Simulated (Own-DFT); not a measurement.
Simulation results for Si₃N₄ (beta silicon nitride, atoms displaced)

All values are calculated (Own-DFT development build). A calculation, not a measurement: plane-wave PBE density functional theory by an unreviewed code, no spin, of a simulated periodic cell, stress positive in tension, free energy of the whole cell less one offset for each atom, forces on such cells passed a denser k mesh, this cell's mesh not checked; offsets are fitted by least squares, one for each functional and potential file, so energies compare only between cells with the same atoms and settings and are not formation energies; the far tail of each file's local potential was reset to the Coulomb form; each entry is a single point on an unrelaxed cell, so the pressure reflects the starting lattice, mostly measured values (interpolated for alloys), from which strain is counted, and rises with the displacements; printed positions are rounded, which can move forces by about a meV/angstrom; the program, named Own-DFT, is a retired in-house code; no spin-orbit coupling.

Common to all runs: functional PBE; potential files PseudoDojo norm-conserving, scalar-relativistic, standard set; wave cutoff 42 hartree; occupations Fermi-Dirac; smearing width 0.1 eV; k mesh 3 x 3 x 3 centred on Gamma.

(1) 
```xyz
42
Lattice="7.6060 0.0000 0.0000 -3.8030 6.5870 0.0000 0.0000 0.0000 8.7270" Properties=species:S:1:pos:R:3:force_x:R:1:force_y:R:1:force_z:R:1 formula=Si3N4 free_energy_of_cell_above_offsets=10.106 pressure=17.68 stress_xx=-19.39 stress_yy=-11.73 stress_zz=-21.93 stress_yz=-2.66 stress_xz=-1.62 stress_xy=3.89
Si    -1.4449     4.9531     0.7827     -4.242      4.409     -0.459
Si     0.1041     2.7043     0.6070      0.389     -1.046       3.66
Si     1.3916     5.2955     0.6651     -4.182      9.979       1.31
Si     5.5275     1.4364     2.0918     -5.493     -4.971      12.05
Si     3.5766     3.8528     2.0861      0.598      3.924      1.915
Si     2.4309     1.3532     2.1285      2.775     -5.907      0.578
N      2.3475     0.2040     0.6584      0.404     -1.276      3.458
N      5.9665     1.8297     0.7528      9.553      5.758     -9.118
N      2.6188     4.4752     0.6009       11.3     -7.894      2.972
N      1.4975     6.2042     2.1813      0.023      2.817      -0.85
N     -2.2078     4.5233     2.2274     -4.111     -0.372     -0.063
N      1.0073     2.0711     2.1582     -4.123      3.665      -1.25
N      0.0683     4.4390     0.6973     -2.656     -5.644     -0.205
N      3.8764     2.2461     2.2213     -0.607     -1.889     -0.617
Si    -1.5733     5.1541     3.7246      1.364     -0.008     -1.358
Si     0.3888     2.7108     3.6994     -3.772      0.666     -1.301
Si     1.5203     5.4385     3.7779      -4.03     -0.335     -5.459
Si     5.2991     1.6648     5.1714      3.509     -3.891     -4.701
Si     3.7838     3.8189     5.0576     -5.406      7.844      1.984
Si     2.4774     1.0671     5.1574      1.634      3.653     -6.315
N      2.3940     0.2894     3.6771      0.192     -1.136     -1.791
N      6.1899     2.0127     3.5269      2.057      0.712      3.311
N      2.7637     4.4106     3.6995       4.92     -3.204     -1.121
N      1.3746     6.4183     4.9959     -0.263       3.95       6.25
N     -2.3458     4.6679     5.2808     -5.251     -3.005     -12.05
N      1.1904     2.0718     5.0786     -4.104      2.854      0.198
N     -0.0215     4.4833     3.6355      2.842     -2.293      0.772
N      3.7725     2.2847     5.1127      0.775     -5.869      0.281
Si    -1.7470     5.0260     6.5606      9.088      4.056      10.16
Si     0.2437     2.4980     6.5099      5.342      5.406     -1.943
Si     1.3384     5.4177     6.5612      2.729     -1.923       -5.9
Si     5.3704     1.5143     8.0224     -1.311     -3.813     -4.236
Si     3.5827     3.9157     8.0768     -0.505     -0.991     -3.558
Si     2.2397     1.1190     8.0522      3.951      1.451     -1.273
N      2.3774     0.4572     6.5385      -0.81     -8.327      5.993
N      6.3947     1.9527     6.4328     -6.858     -2.395      2.884
N      2.7775     4.4341     6.6460      2.416     -0.946     -2.701
N      1.3779     6.1931     7.8918      0.032      7.731      6.227
N     -2.4515     4.6422     8.0563      1.058     -0.442      1.141
N      1.0027     2.2434     8.0059     -0.864     -0.777      0.429
N      0.1692     4.3084     6.4933     -5.971     -1.923      0.137
N      3.8376     2.1547     7.9665      -2.39      1.401      0.557
```

Units: free_energy_of_cell_above_offsets in eV; pressure, stress_xx, stress_yy, stress_zz, stress_yz, stress_xz, stress_xy in GPa; force_x, force_y, force_z in eV/Å.

(2) 
```xyz
42
Lattice="7.6060 0.0000 0.0000 -3.8030 6.5870 0.0000 0.0000 0.0000 8.7270" Properties=species:S:1:pos:R:3:force_x:R:1:force_y:R:1:force_z:R:1 formula=Si3N4 free_energy_of_cell_above_offsets=8.517 pressure=15.72 stress_xx=-12.87 stress_yy=-15.36 stress_zz=-18.92 stress_yz=3.1 stress_xz=-0.66 stress_xy=-1.23
Si    -1.6611     4.8834     0.7752      2.697      3.504      0.519
Si     0.1371     2.6213     0.7145      2.405      1.176      3.187
Si     1.2638     5.4296     0.7542      1.051     -2.567     -1.104
Si     5.3229     1.2449     2.2065      0.122      12.55     -0.791
Si     3.6170     4.0097     2.1096     -1.265     -5.997      4.254
Si     2.3570     1.1303     2.3046     -0.421      6.103     -8.476
N      2.2740     0.3385     0.6677     -0.394     -6.619      7.946
N      6.1894     2.0581     0.6588      -1.06     -2.208      3.781
N      2.6341     4.3005     0.9268     -2.417      3.463     -6.529
N      1.4108     6.3030     2.1351      0.051     -2.778      0.725
N     -2.5060     4.6133     2.2409        2.8      1.197     -1.831
N      1.0658     2.3718     2.3373      0.077     -2.437     -4.504
N     -0.0114     4.3629     0.7370     -2.262      0.125      0.219
N      3.7068     2.1850     2.1820      3.213     -0.495      0.669
Si    -1.5910     5.1890     3.4875      2.177     -1.154      5.761
Si     0.3234     2.7508     3.7123     -4.339      2.979      0.206
Si     1.5693     5.5509     3.6133     -2.885     -2.035      4.853
Si     5.3691     1.5933     4.8961      0.461     -0.867      7.923
Si     3.5796     3.7074     4.9688      -0.41      13.26      1.568
Si     2.3858     1.2988     5.0706      2.013     -2.882      0.508
N      2.4457     0.2827     3.5778      -0.44      -2.75      5.653
N      6.2425     1.9438     3.6876      3.589      1.508     -7.269
N      2.7880     4.3846     3.5554      0.766      0.245      1.687
N      1.5857     6.5790     5.2033     -0.943     -4.805     -1.678
N     -2.2612     4.6896     5.0567     -4.472     -1.887     -1.858
N      0.9841     2.1157     5.0837     -0.952        1.9       2.07
N      0.0104     4.6238     3.8300      1.725     -2.192     -2.383
N      3.8715     2.2505     5.0120     -1.183     -7.708       0.41
Si    -1.5973     5.0180     6.5197      0.597       2.22      1.346
Si     0.1006     2.6889     6.6207       6.26      2.379     -0.823
Si     1.4146     5.4362     6.6215     -0.373      1.204     -2.799
Si     5.5409     1.4070     7.9905     -3.966      4.859     -1.129
Si     3.5158     4.0375     8.1366     -0.661     -4.316     -2.771
Si     2.3179     1.0229     8.0193      1.605      9.322     -0.755
N      2.4474     0.4816     6.5540     -0.119       -6.2     -3.684
N      6.3644     1.9296     6.5735     -6.744     -2.338     -1.258
N      2.7785     4.4564     6.4078      1.221     -0.758      2.495
N      1.3025     6.4048     8.0938      0.752     -2.604     -0.885
N     -2.4748     4.5733     8.1448      0.017      1.197     -4.445
N      0.9276     2.2221     8.0559      1.764     -1.033     -1.554
N      0.0293     4.4398     6.4234     -0.525     -0.393      2.016
N      3.7741     2.3142     8.1337      0.468     -2.165     -1.272
```

Units: free_energy_of_cell_above_offsets in eV; pressure, stress_xx, stress_yy, stress_zz, stress_yz, stress_xz, stress_xy in GPa; force_x, force_y, force_z in eV/Å.
